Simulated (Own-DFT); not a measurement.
# How strain changes the stress of wurtzite AlN, 128 atoms (Al64N64)

Calculated results; nothing here was measured. The program, named Own-DFT, is a retired in-house plane-wave density functional code that no person has reviewed. Each row is one single-point run on a periodic cell that was not relaxed, without spin or spin-orbit coupling.

Settings of every run: PBE; PseudoDojo norm-conserving scalar-relativistic files; cutoff 42 hartree; 3 x 3 x 3 k mesh centred on Gamma; Gaussian smearing of 0.01 eV.

Known limits: k mesh not checked against a denser one; stress not checked against mesh or cutoff.

Unstrained cell vectors in Å: (12.448, 0.000, 0.000); (-6.224, 10.780, 0.000); (0.000, 0.000, 9.964). The unstrained cell has measured lattice constants (interpolated for alloys), not those of this functional. That, the random moves and any unrelaxed bonds set the pressure at no strain. Each run strains this cell uniformly, with the atoms carried along. Every atom was also moved at random, by a Gaussian of width 0.05 Å on each axis. Strain is the symmetric tensor, in per cent. Stress is positive in tension, and the pressure is minus a third of its trace.

```
run  e_xx (%)  e_yy (%)  e_zz (%)  e_yz (%)  e_xz (%)  e_xy (%)  s_xx (GPa)  s_yy (GPa)  s_zz (GPa)  s_yz (GPa)  s_xz (GPa)  s_xy (GPa)  P (GPa)  E (meV/atom)
  1     -0.25     -0.14      0.77      1.22      0.44      1.37       -7.47       -6.21       -2.07        3.16        0.90        5.06     5.25          14.7
  2      0.25     -0.70     -1.93     -0.40     -1.21     -0.83       -6.01      -11.95      -14.63       -1.90       -3.69       -3.45    10.86          18.7
  3     -1.03      1.87      0.51      1.40      1.94      0.56       -7.58        2.64       -4.81        3.12        4.71        0.78     3.25           9.7
  4     -0.97      0.34     -1.53      0.96     -1.25      1.79      -10.84       -6.88      -14.25        2.06       -3.26        6.56    10.65          30.2
  5     -1.73      1.03     -0.47     -1.92     -0.01      1.97      -12.29       -3.86       -9.44       -5.17       -0.29        6.63     8.53          26.9
  6      1.78      1.42      0.55      1.06     -1.14      0.14        3.20        2.37       -0.37        3.02       -2.95        1.40    -1.74           0.0
  7      1.65      0.21      1.55     -1.28     -0.86      1.64        1.33       -1.19        2.28       -2.64       -1.98        5.29    -0.80           9.1
  8      1.20     -0.77     -0.20     -0.46     -1.64      1.86       -2.41       -6.97       -6.34       -1.32       -4.28        6.53     5.24          12.2
  9      1.81      1.67      0.24     -1.14     -0.90      0.40        3.07        4.04       -3.90       -3.10       -2.86        2.87    -1.07          13.0
 10      1.78      0.88     -1.70     -1.06      1.10     -0.17        2.46       -0.97      -12.42       -2.29        2.29       -0.64     3.64           8.4
 11     -1.75      1.78      1.16      1.43      0.57      0.12      -13.03        2.19       -1.48        4.01        1.77        0.29     4.11          25.2
 12      1.04     -1.42      1.33      0.54      1.92      1.05       -0.80      -12.14        0.05        2.13        4.73        3.26     4.30          16.7
 13      0.08     -1.50      0.15      0.83      1.75      0.93       -7.20      -11.88       -5.77        2.12        4.17        3.09     8.29           8.0
 14     -1.12      0.92      0.97      0.16     -0.79     -1.29       -9.09       -2.05       -2.09        0.58       -1.59       -4.51     4.41          11.1
 15     -0.31     -1.82      1.47      0.20      0.05     -0.21       -9.40      -13.47        0.38        0.55       -0.14       -0.22     7.50          11.6
 16     -1.63     -1.53      1.34      0.78     -1.77     -1.40           ?           ?           ?           ?           ?           ?        ?             ?
```

E is the free energy for each atom above the lowest run shown.

## Worked fit

Each stress component was fitted by least squares to a constant and the strains of the runs shown, as fractions, with shears doubled. Shear strains stay in the fit of a normal stress only where such slopes are resolved. The slopes, in GPa:

| stress | at no strain | per e_xx | per e_yy | per e_zz | scatter |
|---|---|---|---|---|---|
| s_xx | -6.1 | 438 ± 18 | 94 ± 19 | 25 ± 21 | 0.88 |
| s_yy | -6.0 | 107 ± 19 | 477 ± 20 | 95 ± 22 | 0.94 |
| s_zz | -6.1 | 81 ± 13 | 22 ± 13 | 467 ± 15 | 0.62 |

Each shear stress against twice its own strain: yz 126 ± 5, xz 123 ± 3, xy 173 ± 9 GPa. These are stiffnesses along x, y and z of the frame in which the cell vectors are given, which need not be the crystal's axes. The atoms are held to the strained lattice; where symmetry lets them move under strain, relaxing them would lower some slopes. The table should be nearly symmetric about its diagonal, and what it lacks of that shows the noise. A ninth of its sum, 201 ± 4 GPa, estimates the bulk modulus near the mean pressure of these runs, 4.8 GPa, so it lies above the value at zero pressure.

## Withheld run

Question: what normal stresses and pressure should run 16 give?

The fit gives s_xx = -14.3, s_yy = -13.7, s_zz = -1.5 and P = 9.8 GPa. The calculation gave -13.86, -15.98, -1.34 and P = 10.39 GPa.
